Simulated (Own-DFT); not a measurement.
# One host, several defects: zincblende InP

Everything here is calculated. The program is Own-DFT (plane waves, in-house, since retired, never reviewed by a person); positions were held fixed, and spin and spin-orbit coupling were off.

All runs used: PBE; PseudoDojo norm-conserving scalar-relativistic files; cutoff 36 hartree; 2 x 3 x 3 k mesh centred on Gamma; Fermi-Dirac smearing of 0.1 eV.

Limits (not all hold for every row): not probed for a lower state with spin; forces on such cells failed a check on a denser k mesh; forces not confirmed at this smearing and k mesh; stress not checked against mesh or cutoff.

All runs share one cell, with vectors in Å (17.606, 0.000, 0.000); (0.000, 11.737, 0.000); (0.000, 0.000, 11.737) and a volume of 2425.5 Å³. u is the rms random offset of the atoms per axis. The defect's site can differ from row to row.

```
                                      cell  formula   u (Å)  P (GPa)
                                 no defect  In48P48  0.0182     3.19
                                 no defect  In48P48  0.0473     3.55
                                 no defect  In48P48  0.0551     3.67
                           two P vacancies  In48P46  0.0474     3.21
                           two P vacancies  In48P46  0.0503     3.43
                           two P vacancies  In48P46  0.0511     3.20
one In on a P site and one P on an In site  In48P48  0.0308     3.60
one In on a P site and one P on an In site  In48P48  0.0323     3.54
one In on a P site and one P on an In site  In48P48  0.0514     3.93
                        one In on a P site  In49P47  0.0326     3.94
                        one In on a P site  In49P47  0.0489     4.21
                        one In on a P site  In49P47  0.0533     4.25
                  two P on an In site each  In46P50  0.0272     3.00
                  two P on an In site each  In46P50  0.0287     3.00
                  two P on an In site each  In46P50  0.0486     3.25
                  two P on an In site each  In46P50  0.0500        ?
```

## Worked fit

P = P0 + c u² + a shift for each defect gives P0 = 3.13 GPa, c = 182 ± 22 GPa/Å² and a scatter of 0.07 GPa. The shifts, and each times the cell's volume:

- one In on a P site: 0.62 ± 0.05 GPa, 9.3 eV
- one In on a P site and one P on an In site: 0.28 ± 0.05 GPa, 4.2 eV
- two P on an In site each: -0.29 ± 0.06 GPa, -4.3 eV (-2.2 eV for each of its 2 sites)
- two P vacancies: -0.30 ± 0.06 GPa, -4.5 eV (-2.3 eV for each of its 2 sites)

Against the defect-free cell, a freed cell would be larger where the shift is positive and smaller where it is negative (160.2 GPa Å³ is 1 eV). The atoms around the defects weren't relaxed, which would change these numbers.

## Check

The question: what pressure belongs in the blank (two P on an In site each, u = 0.0500 Å)?

The fitted form gives 3.30 ± 0.08 GPa. The hidden result is 3.29 GPa.
